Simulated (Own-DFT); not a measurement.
# How strain changes the stress of hcp Hf, 36 atoms (Hf36)

Calculated results; nothing here was measured. They come from Own-DFT, an in-house plane-wave density functional program, since retired, whose code no person has reviewed. Each row is one single-point run on a periodic cell that was not relaxed, without spin or spin-orbit coupling.

Settings of every run: PBE; PseudoDojo norm-conserving scalar-relativistic files; cutoff 42 hartree; 4 x 4 x 4 k mesh centred on Gamma; cold (Marzari-Vanderbilt) smearing of 0.2 eV.

Known limits: hafnium file: forces about 75 meV/angstrom off all-electron values; forces on such cells passed a denser k mesh, each cell not checked; stress not checked against mesh or cutoff.

Unstrained cell vectors in Å: (9.589, 0.000, 0.000); (-4.795, 8.304, 0.000); (0.000, 0.000, 10.102). The unstrained cell has measured lattice constants (interpolated for alloys), not those of this functional. That, the random moves and any unrelaxed bonds set the pressure at no strain. Each run strains this cell uniformly, with the atoms carried along. Every atom was also moved at random, by a Gaussian of width 0.05 Å on each axis. Strain is the symmetric tensor, in per cent. Stress is positive in tension, and the pressure is minus a third of its trace.

| run | e_xx (%) | e_yy (%) | e_zz (%) | e_yz (%) | e_xz (%) | e_xy (%) | s_xx (GPa) | s_yy (GPa) | s_zz (GPa) | s_yz (GPa) | s_xz (GPa) | s_xy (GPa) | P (GPa) | E (meV/atom) |
|---|---|---|---|---|---|---|---|---|---|---|---|---|---|---|
| 1 | 0.54 | 1.29 | -1.18 | 1.58 | -0.53 | -0.70 | -0.31 | 0.47 | -3.17 | 1.65 | -0.45 | -0.63 | 1.00 | 13.8 |
| 2 | -0.03 | 0.28 | 1.70 | -0.72 | 0.26 | 0.79 | -0.23 | 0.40 | 1.55 | -0.57 | 0.31 | 0.73 | -0.58 | 13.3 |
| 3 | 1.21 | 1.72 | -1.51 | 1.46 | -0.37 | 0.61 | 1.12 | 1.64 | -2.68 | 1.53 | -0.47 | 0.76 | -0.03 | 0.2 |
| 4 | 1.05 | -0.12 | 0.54 | -0.22 | 0.22 | 0.91 | 1.19 | -0.95 | 0.04 | -0.18 | 0.28 | 1.22 | -0.10 | 8.2 |
| 5 | 0.47 | -0.08 | 1.35 | -1.85 | 1.56 | -0.83 | 0.74 | -0.27 | 1.14 | -1.74 | 1.41 | -1.09 | -0.54 | 2.4 |
| 6 | 1.94 | -0.60 | 0.04 | 1.98 | -0.08 | -0.89 | 2.09 | -1.37 | -0.58 | 2.03 | -0.05 | -1.01 | -0.05 | 5.7 |
| 7 | 1.54 | -1.09 | -1.84 | 1.35 | -1.23 | 1.15 | -0.67 | -3.55 | -5.26 | 1.46 | -1.29 | 1.70 | 3.16 | 13.1 |
| 8 | -1.81 | 0.30 | -1.80 | 1.49 | -1.06 | 0.69 | -6.22 | -3.63 | -6.77 | 1.57 | -1.13 | 0.80 | 5.54 | 27.4 |
| 9 | -0.32 | 1.35 | -1.89 | 0.98 | 0.25 | -0.30 | -2.49 | -0.27 | -5.19 | 1.13 | 0.27 | -0.05 | 2.65 | 9.2 |
| 10 | -0.64 | -1.07 | 1.66 | -1.69 | 0.03 | -0.06 | -2.15 | -2.43 | 0.58 | -1.66 | 0.06 | 0.01 | 1.33 | 0.6 |
| 11 | 1.13 | -0.22 | 0.51 | -0.77 | -1.19 | 1.77 | 1.08 | -0.60 | 0.11 | -0.64 | -1.10 | 2.30 | -0.20 | 0.0 |
| 12 | -0.58 | -1.38 | 0.09 | 1.97 | -1.49 | -1.01 | -3.40 | -4.47 | -3.01 | 1.89 | -1.40 | -1.33 | 3.63 | 15.3 |
| 13 | 0.21 | -0.92 | -1.44 | -1.14 | -0.72 | -0.54 | -2.65 | -3.85 | -5.32 | -1.27 | -0.83 | -0.88 | 3.94 | 8.1 |
| 14 | -1.60 | -0.46 | 1.34 | -0.39 | 1.21 | 0.14 | -4.21 | -1.83 | -0.43 | -0.46 | 1.20 | 0.28 | 2.15 | 5.3 |
| 15 | 0.45 | 1.69 | 1.07 | 1.94 | -0.37 | -1.73 | 1.36 | 2.73 | 1.93 | 1.79 | -0.29 | -1.92 | -2.01 | 3.8 |
| 16 | -0.66 | -1.28 | 0.38 | 0.08 | -1.12 | -1.47 | ? | ? | ? | ? | ? | ? | ? | ? |

E is the free energy for each atom above the lowest run shown.

## Worked fit

Each stress component was fitted by least squares to a constant and the strains of the runs shown, as fractions, with shears doubled. Shear strains stay in the fit of a normal stress only where such slopes are resolved. The slopes, in GPa:

```
stress,at no strain,per e_xx,per e_yy,per e_zz,scatter
s_xx,-1.4,203 ± 4,69 ± 4,75 ± 3,0.16
s_yy,-1.4,62 ± 6,185 ± 7,73 ± 5,0.25
s_zz,-1.8,77 ± 4,66 ± 4,208 ± 3,0.16
```

Each shear stress against twice its own strain: yz 50 ± 1, xz 48 ± 2, xy 63 ± 3 GPa. These are stiffnesses along x, y and z of the frame in which the cell vectors are given, which need not be the crystal's axes. The atoms are held to the strained lattice; where symmetry lets them move under strain, relaxing them would lower some slopes. The table should be nearly symmetric about its diagonal, and what it lacks of that shows the noise. A ninth of its sum, 113 ± 2 GPa, estimates the bulk modulus near the mean pressure of these runs, 1.3 GPa.

## Withheld run

Question: what normal stresses and pressure should run 16 give?

The fit gives s_xx = -3.4, s_yy = -3.9, s_zz = -2.4 and P = 3.2 GPa. The calculation gave -3.17, -4.14, -2.15 and P = 3.15 GPa.
